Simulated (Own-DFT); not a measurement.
# A surface energy from a slab and the bulk: wurtzite AlN, m plane (10-10)

Calculated, not measured: single-point runs of Own-DFT, a retired in-house plane-wave DFT program that no person has reviewed, on unrelaxed cells, without spin or spin-orbit coupling.

Limits (not all hold for every row): some atoms lie very close together; forces not confirmed at this smearing and k mesh; k mesh not checked against a denser one.

Both sets of runs: PBE; PseudoDojo norm-conserving scalar-relativistic files; cutoff 42 hartree; Gaussian smearing of 0.01 eV. The slab has 128 atoms in 16 layers, two equal faces of 62.02 Å² as cut, 15 Å of vacuum, a dipole correction along the normal and a 6 x 3 x 1 mesh. The bulk cell has 128 atoms, the same measured lattice constants and a 3 x 3 x 3 mesh. All atoms were moved at random; u is the rms move along one axis. Energies are counted from -174.06 eV for each atom.

```
slab run,u (Å),E (eV, cell)
1,0.0192,20.418
2,0.0193,20.691
3,0.0472,28.656
4,0.0482,27.887
5,0.0496,28.251
6,0.0530,31.726
7,0.0944,62.006
8,0.0979,59.433
9,0.0995,62.251
10,0.1001,60.719
11,0.1002,57.468
12,0.1004,59.613
```

```
bulk run,u (Å),E (meV/atom)
1,0.0191,-3.42
2,0.0194,-2.88
3,0.0202,-1.22
4,0.0980,307.44
5,0.0989,317.15
6,0.1006,328.09
7,0.1011,327.90
8,0.1025,342.34
9,0.1037,354.25
10,0.1038,383.61
```

The question: what is the energy of the unrelaxed surface?

## Answer

Take each set to u = 0 with E = a + b u². Rows are weighted down as u grows, with residuals divided by u² + 0.0006 Å². Slab: a = 18.96 ± 0.21 eV. Bulk: a = -15.7 ± 0.6 meV/atom. The excess is 18.96 - 128 x (-0.0157) = 20.97 ± 0.22 eV. Over two faces that is 169 meV/Å², or 2.71 ± 0.03 J/m². Relaxing the faces would lower the energy, and the unlike meshes and the reach from the smallest u down to zero add errors that aren't counted here.
